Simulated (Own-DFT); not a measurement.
Si12O23 (quartz with two neutral oxygen vacancies, strained, atoms displaced) (calculated)

Computed with Own-DFT development build. A calculation, not a measurement: plane-wave PBE and HSE06 DFT by an unreviewed code, no spin, of a simulated cell at Gamma alone, so results move with cell size and shape, stress positive in tension, energies less offsets, not probed for a lower state with spin; oxygen file: force components 24 meV/angstrom off all-electron in a glass; k mesh not checked against a denser one; forces and stress are PBE's, HSE06 gives the energy alone, and its difference from PBE has offsets of its own; offsets are fitted by least squares, one for each functional and potential file, so energies compare only between cells with the same atoms and settings and are not formation energies; the far tail of each file's local potential was reset to the Coulomb form; each entry is a single point on an unrelaxed cell, so the pressure reflects the starting lattice, mostly measured values (interpolated for alloys), from which strain is counted, and rises with the displacements; printed positions are rounded, which can move forces by about a meV/angstrom; the program, named Own-DFT, is a retired in-house code; no spin-orbit coupling.

Common to all runs: first functional PBE; second functional HSE06; exact exchange share 0.25; screening 0.11 1/bohr; exchange divergence Gygi-Baldereschi; potential files PseudoDojo norm-conserving, scalar-relativistic, made for PBE, standard set; wave cutoff 48 hartree; occupations fixed; k mesh 1 x 1 x 1 centred on Gamma.

(1) Si12O23 (quartz with two neutral oxygen vacancies, strained, atoms displaced)

```cif
# cell vector a (Å): 9.7916 -0.0551 -0.1438
# cell vector b (Å): -4.9435 8.5724 0.1551
# cell vector c (Å): -0.1582 0.1057 10.7009
data_Si12O23
_symmetry_space_group_name_H-M 'P 1'
_symmetry_Int_Tables_number 1
_cell_length_a 9.7928
_cell_length_b 9.8969
_cell_length_c 10.7026
_cell_angle_alpha 88.189
_cell_angle_beta 91.691
_cell_angle_gamma 120.301
_cell_volume 895.01
loop_
_atom_site_label
_atom_site_type_symbol
_atom_site_fract_x
_atom_site_fract_y
_atom_site_fract_z
_atom_site_occupancy
Si1 Si 0.23820 0.99884 0.99531 1
Si2 Si 0.00197 0.23999 0.33381 1
Si3 Si 0.26806 0.26274 0.16526 1
O1 O 0.20571 0.13345 0.05935 1
O2 O 0.42844 0.28884 0.22648 1
O3 O 0.36744 0.07371 0.38941 1
O4 O 0.06395 0.35601 0.44184 1
O5 O 0.12715 0.20688 0.28072 1
O6 O 0.29685 0.42116 0.10794 1
Si4 Si 0.23735 0.00177 0.50448 1
Si5 Si 0.99925 0.22951 0.83238 1
Si6 Si 0.26649 0.26595 0.66744 1
O7 O 0.20760 0.13272 0.55984 1
O8 O 0.43227 0.29989 0.72351 1
O9 O 0.35754 0.06704 0.89384 1
O10 O 0.07229 0.36697 0.93944 1
O11 O 0.13262 0.20594 0.77336 1
O12 O 0.29237 0.42745 0.60485 1
Si7 Si 0.23730 0.50449 0.99792 1
Si8 Si 0.99976 0.73142 0.33575 1
Si9 Si 0.26430 0.76510 0.16347 1
O13 O 0.21198 0.63305 0.06144 1
O14 O 0.43029 0.79644 0.22632 1
O15 O 0.36482 0.57061 0.39653 1
O16 O 0.07019 0.86393 0.43808 1
O17 O 0.29097 0.92860 0.10953 1
Si10 Si 0.23389 0.50458 0.49968 1
Si11 Si 0.00651 0.73831 0.83361 1
Si12 Si 0.27001 0.76802 0.66894 1
O18 O 0.20377 0.63169 0.56344 1
O19 O 0.42887 0.79217 0.72758 1
O20 O 0.36831 0.57412 0.88994 1
O21 O 0.07253 0.86840 0.93747 1
O22 O 0.13808 0.71198 0.77261 1
O23 O 0.29397 0.92501 0.60368 1
Si13 Si 0.73415 0.99894 0.00355 1
Si14 Si 0.49093 0.23399 0.33550 1
Si15 Si 0.76377 0.26551 0.17060 1
O24 O 0.70713 0.13033 0.05819 1
O25 O 0.92833 0.29366 0.22609 1
O26 O 0.86638 0.07307 0.38895 1
O27 O 0.58187 0.36907 0.44128 1
O28 O 0.62442 0.20621 0.27600 1
O29 O 0.79756 0.43049 0.10911 1
Si16 Si 0.73633 0.99888 0.50154 1
Si17 Si 0.49921 0.23177 0.82681 1
Si18 Si 0.76126 0.25973 0.67100 1
O30 O 0.70901 0.13912 0.56012 1
O31 O 0.92555 0.29351 0.72508 1
O32 O 0.86763 0.07839 0.89625 1
O33 O 0.57453 0.36723 0.94594 1
O34 O 0.63075 0.20690 0.77509 1
O35 O 0.79494 0.43384 0.60682 1
Si19 Si 0.72985 0.50094 0.99558 1
Si20 Si 0.50157 0.73705 0.33180 1
Si21 Si 0.76364 0.76609 0.16187 1
O36 O 0.70958 0.63402 0.06764 1
O37 O 0.92137 0.78947 0.22902 1
O38 O 0.57762 0.87044 0.44026 1
O39 O 0.63380 0.70459 0.27466 1
O40 O 0.79283 0.92484 0.10792 1
Si22 Si 0.73514 0.49854 0.50093 1
Si23 Si 0.49493 0.72905 0.83194 1
Si24 Si 0.76594 0.76112 0.67280 1
O41 O 0.70855 0.63350 0.56483 1
O42 O 0.92667 0.79716 0.72292 1
O43 O 0.87053 0.56954 0.89389 1
O44 O 0.57271 0.86712 0.94266 1
O45 O 0.63775 0.70795 0.77321 1
O46 O 0.78630 0.92376 0.60565 1
```

```
PBE energy of cell above offsets : -18.799 eV
HSE06 less PBE above offsets     : -0.162 eV
PBE pressure                     : 10.19 GPa
PBE stress xx                    : -11.91 GPa
PBE stress yy                    : -7.81 GPa
PBE stress zz                    : -10.85 GPa
PBE stress yz                    : 2.52 GPa
PBE stress xz                    : -6.14 GPa
PBE stress xy                    : 0.01 GPa
```

Force:
```tsv
element	x (eV/Å)	y (eV/Å)	z (eV/Å)
Si	-4.466	0.103	4.685
Si	-0.533	-2.742	0.31
Si	-2.47	-2.02	1.983
O	0.702	-1.387	-1.127
O	-2.175	1.759	-2.612
O	-1.772	-2.788	2.585
O	0.722	4.107	3.186
O	4.74	0.161	-2.967
O	-1.352	2.926	-1.747
Si	-2.192	-0.078	-4.4
Si	-0.227	2.608	0.672
Si	-1.663	-0.141	-1.492
O	-0.214	0.66	0.699
O	0.138	0.418	-0.314
O	3.834	3.523	-4.961
O	0.316	0.041	-0.399
O	1.15	-0.343	-0.211
O	0.874	-0.603	1.351
Si	0.53	-2.499	1.047
Si	0.911	-3	-0.389
Si	-1.94	-0.515	3.414
O	-0.345	-0.143	-1.103
O	-1.038	0.712	-1.485
O	0.772	1.438	-1.547
O	0.962	2.393	1.972
O	0.738	0.47	-0.147
Si	-1.754	-1.88	-0.417
Si	-1.544	-1.322	-0.568
Si	-1.077	-1.488	-1.857
O	-0.294	0.612	0.179
O	-0.317	1.391	-1.514
O	-0.761	-2.59	1.075
O	-0.376	-0.06	0.371
O	-0.002	-0.31	0.811
O	1.931	-0.26	2.223
Si	-0.446	0.968	-1.188
Si	4.602	1.408	1.77
Si	-1.37	-0.86	-0.79
O	-1.119	1.686	1.483
O	-1.101	0.991	-1.491
O	-0.829	-0.713	1.012
O	-2.538	-2.672	-1.611
O	1.863	0.037	-0.919
O	-0.442	0.112	-0.494
Si	-0.947	3.475	-2.38
Si	-1.195	0.624	4.517
Si	-0.458	2.322	-2.821
O	0.203	-1.492	-0.793
O	1.356	0.341	0.613
O	-0.343	-2.036	0.459
O	-2.537	-4.259	-3.358
O	1.074	-0.95	0.206
O	2.972	-3.15	3.861
Si	3.038	2.448	3.297
Si	1.759	-0.733	2.043
Si	0.345	-0.762	4.091
O	0.057	-2.73	-3.556
O	0.411	0.693	-0.52
O	-1.629	-1.889	-1.11
O	-0.503	0.061	-0.099
O	0.301	1.605	0.076
Si	0.547	5.714	-2.287
Si	4.359	3.277	1.51
Si	-2.449	0.783	-4.518
O	-0.338	-0.775	-0.657
O	4.64	0.753	2.327
O	-0.078	1.056	-0.682
O	-0.645	-1.897	-1.536
O	-2.835	-0.963	2.934
O	2.469	-1.629	3.307
```

(2) Si12O23 (quartz with two neutral oxygen vacancies, strained, atoms displaced)

```cif
# cell vector a (Å): 9.6655 0.1348 -0.0525
# cell vector b (Å): -4.7160 8.2990 -0.0621
# cell vector c (Å): -0.0578 -0.1123 10.9168
data_Si12O23
_symmetry_space_group_name_H-M 'P 1'
_symmetry_Int_Tables_number 1
_cell_length_a 9.6666
_cell_length_b 9.5456
_cell_length_c 10.9175
_cell_angle_alpha 90.735
_cell_angle_beta 90.623
_cell_angle_gamma 118.805
_cell_volume 882.50
loop_
_atom_site_label
_atom_site_type_symbol
_atom_site_fract_x
_atom_site_fract_y
_atom_site_fract_z
_atom_site_occupancy
Si1 Si 0.23421 0.99913 0.00164 1
Si2 Si 0.99914 0.23827 0.33756 1
Si3 Si 0.26886 0.26688 0.16516 1
O1 O 0.20967 0.13424 0.06002 1
O2 O 0.42519 0.28800 0.22435 1
O3 O 0.36273 0.06658 0.39301 1
O4 O 0.07173 0.36789 0.44571 1
O5 O 0.13109 0.20024 0.27478 1
O6 O 0.29344 0.42521 0.10487 1
Si4 Si 0.23320 0.00009 0.49995 1
Si5 Si 0.99518 0.23789 0.83470 1
Si6 Si 0.26462 0.26818 0.66761 1
O7 O 0.42499 0.29202 0.72600 1
O8 O 0.36107 0.07266 0.89136 1
O9 O 0.07423 0.36276 0.93822 1
O10 O 0.13148 0.20320 0.77867 1
Si7 Si 0.23810 0.50308 0.00402 1
Si8 Si 0.00266 0.74393 0.33799 1
Si9 Si 0.26070 0.76601 0.16941 1
O11 O 0.20952 0.63558 0.05932 1
O12 O 0.42746 0.79594 0.22676 1
O13 O 0.36334 0.57138 0.38784 1
O14 O 0.06796 0.86322 0.43807 1
O15 O 0.13147 0.71446 0.27413 1
O16 O 0.29229 0.93367 0.10739 1
Si10 Si 0.23850 0.50098 0.50028 1
Si11 Si 0.00723 0.73317 0.82938 1
Si12 Si 0.26389 0.76464 0.66346 1
O17 O 0.20808 0.63476 0.56149 1
O18 O 0.42776 0.79085 0.72424 1
O19 O 0.36540 0.57220 0.89553 1
O20 O 0.07660 0.86737 0.93936 1
O21 O 0.13289 0.70500 0.77310 1
O22 O 0.28856 0.92233 0.60835 1
Si13 Si 0.73399 0.99602 0.00018 1
Si14 Si 0.49054 0.22752 0.33222 1
Si15 Si 0.76990 0.26833 0.17056 1
O23 O 0.71172 0.13834 0.06353 1
O24 O 0.92067 0.29085 0.22649 1
O25 O 0.87068 0.07965 0.39411 1
O26 O 0.57194 0.36378 0.43902 1
O27 O 0.63754 0.20763 0.27627 1
O28 O 0.78830 0.42284 0.10767 1
Si16 Si 0.73477 0.00133 0.50084 1
Si17 Si 0.49557 0.22981 0.84090 1
Si18 Si 0.76111 0.26502 0.66507 1
O29 O 0.70850 0.13607 0.56323 1
O30 O 0.93200 0.29677 0.72786 1
O31 O 0.86398 0.06992 0.89065 1
O32 O 0.57617 0.36642 0.94356 1
O33 O 0.63089 0.20280 0.77654 1
O34 O 0.79037 0.42185 0.60875 1
Si19 Si 0.73881 0.50786 0.00270 1
Si20 Si 0.50667 0.73705 0.33122 1
Si21 Si 0.76302 0.76431 0.16229 1
O35 O 0.70808 0.63408 0.06150 1
O36 O 0.91791 0.78705 0.22073 1
O37 O 0.86120 0.56977 0.39638 1
O38 O 0.56824 0.86476 0.43992 1
O39 O 0.63260 0.70427 0.27426 1
O40 O 0.79979 0.92641 0.10976 1
Si22 Si 0.73849 0.50081 0.49739 1
Si23 Si 0.49927 0.73392 0.83372 1
Si24 Si 0.76317 0.76348 0.66749 1
O41 O 0.70525 0.62961 0.55547 1
O42 O 0.92423 0.79737 0.72534 1
O43 O 0.86455 0.57036 0.88843 1
O44 O 0.56933 0.86388 0.94025 1
O45 O 0.63512 0.70705 0.77433 1
O46 O 0.79567 0.93088 0.60651 1
```

```
PBE energy of cell above offsets : -18.874 eV
HSE06 less PBE above offsets     : -0.494 eV
PBE pressure                     : 12.35 GPa
PBE stress xx                    : -13.04 GPa
PBE stress yy                    : -13.97 GPa
PBE stress zz                    : -10.05 GPa
PBE stress yz                    : -4.85 GPa
PBE stress xz                    : -1.99 GPa
PBE stress xy                    : 3.47 GPa
```

Force:
```tsv
element	x (eV/Å)	y (eV/Å)	z (eV/Å)
Si	0.208	0.551	-2.654
Si	1.238	0.22	-1.9
Si	-2.548	-1.71	1.651
O	-1.745	1.047	-0.068
O	0.724	0.879	-0.202
O	0.134	-0.908	-0.392
O	-0.773	0.243	-0.054
O	0.512	0.875	-0.749
O	0.635	0.943	1.052
Si	-1.683	3.121	2.092
Si	1.801	-2.983	-0.375
Si	-2.079	-0.938	-2.481
O	1.57	0.486	1.174
O	-0.439	-2.088	1.047
O	0.318	3.115	3.231
O	1.107	0.145	-1.098
Si	0.055	-2.236	-3.453
Si	-3.305	-6.203	-5.181
Si	0.609	1.17	-0.259
O	-2.179	1.799	1.125
O	-0.25	0.147	-0.347
O	0.087	0.018	0.132
O	0.006	4.464	4.935
O	1.62	-0.711	-0.489
O	2.115	-1.771	2.47
Si	2.708	-1.734	0.852
Si	-5.729	0.439	2.041
Si	0.784	-0.331	3.445
O	-0.819	-1.261	-1.628
O	-0.345	0.257	-0.221
O	0.356	0.03	-0.38
O	-0.969	-1.301	-0.628
O	4.451	-0.631	-2.325
O	-0.466	2.079	-0.865
Si	0.516	1.761	-0.164
Si	2.986	0.863	0.929
Si	-4.854	-1.415	-0.728
O	0.062	-1.896	-1.609
O	5.593	1.293	2.709
O	-1.319	-2.494	1.412
O	-0.44	-0.151	0.128
O	-0.726	-0.446	0.326
O	-0.174	2.242	-0.327
Si	0.571	-0.287	-1.73
Si	0.671	1.98	-2.451
Si	1.107	-0.761	4.96
O	-0.794	-1.486	-1.937
O	-2.83	0.676	-2.426
O	-0.595	-0.787	0.727
O	-0.655	0.475	0.54
O	0.937	-0.017	-0.738
O	-1.058	3.46	-1.521
Si	2.986	-3.64	-3.022
Si	-3.277	-1.26	0.823
Si	-1.519	-0.73	3.487
O	-2.752	0.634	-0.934
O	3.874	0.291	2.784
O	2.877	2.616	-3.09
O	0.467	1.499	1.24
O	3.006	-0.291	-1.942
O	-1.717	2.896	-1.918
Si	-0.721	-3.404	0.958
Si	-0.369	-1.263	-0.37
Si	-1.174	-0.216	-1.356
O	-2.111	2.646	1.911
O	3.005	-0.064	1.399
O	-0.013	0.313	0.606
O	-0.099	0.92	1.29
O	0.367	-0.527	-0.051
O	0.463	-0.65	0.583
```

(3) Si12O23 (quartz with two neutral oxygen vacancies, strained, atoms displaced)

```cif
# cell vector a (Å): 9.8901 -0.0676 -0.1121
# cell vector b (Å): -5.0036 8.4357 -0.0146
# cell vector c (Å): -0.1234 -0.0897 10.8529
data_Si12O23
_symmetry_space_group_name_H-M 'P 1'
_symmetry_Int_Tables_number 1
_cell_length_a 9.8910
_cell_length_b 9.8080
_cell_length_c 10.8540
_cell_angle_alpha 90.160
_cell_angle_beta 91.298
_cell_angle_gamma 121.062
_cell_volume 901.61
loop_
_atom_site_label
_atom_site_type_symbol
_atom_site_fract_x
_atom_site_fract_y
_atom_site_fract_z
_atom_site_occupancy
Si1 Si 0.22772 0.99407 0.00110 1
Si2 Si 0.99792 0.23348 0.33562 1
Si3 Si 0.26992 0.26464 0.17214 1
O1 O 0.20558 0.13283 0.06047 1
O2 O 0.43171 0.29370 0.22248 1
O3 O 0.36378 0.06826 0.39270 1
O4 O 0.07726 0.36354 0.43714 1
O5 O 0.14140 0.21773 0.27856 1
O6 O 0.29105 0.41810 0.11074 1
Si4 Si 0.24152 0.00436 0.49807 1
Si5 Si 0.00305 0.23898 0.83107 1
Si6 Si 0.26011 0.26141 0.67060 1
O7 O 0.20825 0.13824 0.56521 1
O8 O 0.42882 0.29378 0.72404 1
O9 O 0.36009 0.06219 0.89407 1
O10 O 0.07376 0.36518 0.94274 1
O11 O 0.12868 0.20945 0.77063 1
O12 O 0.29057 0.42568 0.60938 1
Si7 Si 0.23080 0.49396 0.99810 1
Si8 Si 0.99738 0.72853 0.33352 1
Si9 Si 0.26109 0.76193 0.16578 1
O13 O 0.20602 0.63445 0.06181 1
O14 O 0.42469 0.79204 0.22457 1
O15 O 0.37096 0.57405 0.39159 1
O16 O 0.06850 0.86058 0.44025 1
O17 O 0.29735 0.93082 0.10760 1
Si10 Si 0.23395 0.50319 0.50078 1
Si11 Si 0.00315 0.73195 0.83124 1
Si12 Si 0.26686 0.76318 0.66657 1
O18 O 0.20679 0.63472 0.55926 1
O19 O 0.43342 0.79606 0.72575 1
O20 O 0.36505 0.57093 0.89753 1
O21 O 0.07218 0.86366 0.94094 1
O22 O 0.14106 0.71297 0.77871 1
O23 O 0.29306 0.92278 0.60889 1
Si13 Si 0.73094 0.99949 0.99651 1
Si14 Si 0.49741 0.23411 0.33707 1
Si15 Si 0.76049 0.25745 0.16937 1
O24 O 0.70829 0.13821 0.06050 1
O25 O 0.92536 0.29025 0.22737 1
O26 O 0.87027 0.07341 0.40246 1
O27 O 0.56897 0.36351 0.44104 1
O28 O 0.63201 0.20267 0.26918 1
O29 O 0.79288 0.42776 0.11201 1
Si16 Si 0.73354 0.00519 0.50075 1
Si17 Si 0.50333 0.24032 0.83007 1
Si18 Si 0.76233 0.25957 0.67114 1
O30 O 0.70516 0.13403 0.55956 1
O31 O 0.93110 0.30254 0.73126 1
O32 O 0.86530 0.07892 0.89647 1
O33 O 0.57860 0.36678 0.94063 1
O34 O 0.62939 0.20293 0.77685 1
O35 O 0.79856 0.43526 0.60613 1
Si19 Si 0.73808 0.49872 0.00076 1
Si20 Si 0.50220 0.73734 0.33267 1
Si21 Si 0.76226 0.76647 0.16835 1
O36 O 0.70613 0.63445 0.05614 1
O37 O 0.86742 0.57476 0.39499 1
O38 O 0.57115 0.86806 0.43682 1
O39 O 0.63355 0.71035 0.27296 1
O40 O 0.79177 0.92782 0.10618 1
Si22 Si 0.73400 0.50627 0.49824 1
Si23 Si 0.49556 0.73452 0.82963 1
Si24 Si 0.76330 0.76017 0.66199 1
O41 O 0.70267 0.63554 0.55879 1
O42 O 0.93146 0.79293 0.72455 1
O43 O 0.86524 0.57413 0.89369 1
O44 O 0.57724 0.87146 0.94371 1
O45 O 0.62866 0.69977 0.77650 1
O46 O 0.79705 0.92703 0.61045 1
```

```
PBE energy of cell above offsets : -19.953 eV
HSE06 less PBE above offsets     : 0.019 eV
PBE pressure                     : 7.81 GPa
PBE stress xx                    : -4.62 GPa
PBE stress yy                    : -10.87 GPa
PBE stress zz                    : -7.93 GPa
PBE stress yz                    : -5.42 GPa
PBE stress xz                    : -1.92 GPa
PBE stress xy                    : -2.47 GPa
```

Force:
```tsv
element	x (eV/Å)	y (eV/Å)	z (eV/Å)
Si	2.209	2.995	0.735
Si	1.25	-1.394	-2.451
Si	-2.095	-1.534	-0.925
O	-0.203	-0.38	0.078
O	2.104	0.016	1.674
O	0.814	0.44	-0.893
O	-0.87	1.922	2.113
O	-0.19	-0.914	0.452
O	-1.578	3.032	-2.096
Si	-2.559	-1.759	2.517
Si	-1.043	-1.777	1.897
Si	0.442	2.825	0.561
O	1.262	-3.654	-3.409
O	-0.652	0.472	-0.324
O	0.593	2.383	-1.316
O	-2.076	-1.83	-1.086
O	0.854	-0.696	0.458
O	-0.339	0.82	-0.153
Si	2.47	2.822	4.108
Si	0.586	2.087	-5.525
Si	-2.228	1.788	2.817
O	0.581	-2.947	-2.637
O	0.694	0.356	0.465
O	-1.229	-1.197	1.585
O	0.799	2.366	1.797
O	0.25	-0.407	0.64
Si	2.974	-0.65	-0.868
Si	-1.277	0.16	0.534
Si	-0.852	0.714	1.889
O	-0.613	-0.442	-0.612
O	-1.961	0.777	-2.072
O	0.287	0.743	-1.04
O	-1.948	-1.956	-0.839
O	1.602	-0.561	-1.018
O	-0.65	1.897	-1.209
Si	2.98	4.015	3.323
Si	1.839	-0.951	-3.782
Si	-0.027	3.206	-0.36
O	0.353	-2.369	-2.441
O	0.413	0.078	0.361
O	0.083	-0.084	-0.664
O	-0.104	1.293	1.38
O	-2.793	-0.573	2.997
O	0.491	-0.252	0.308
Si	2.332	-2.453	0.645
Si	-1.224	-3.355	2.469
Si	-1.306	3.206	-0.146
O	-1.025	0.597	0.397
O	-1.15	0.249	-1.319
O	0.737	0.448	-1.308
O	-1.429	-1.216	-0.644
O	1.696	-0.08	-1.257
O	0.213	-1.723	0.875
Si	0.435	1.932	1.661
Si	-0.507	-1.165	-1.87
Si	3.395	-0.324	0.345
O	0	-0.188	0.011
O	-1.019	-2.812	1.249
O	-0.057	1.66	1.752
O	-0.667	-0.649	0.817
O	-0.199	0.907	-0.084
Si	1.52	-1.193	0.722
Si	3.177	-0.986	3.415
Si	-0.487	2.397	5.187
O	-0.306	-2.362	-2.775
O	-0.874	-0.22	-0.709
O	0.664	-0.463	-0.507
O	-3.774	-5.025	-3.488
O	0.693	0.551	-1.24
O	-1.48	1.385	-1.16
```
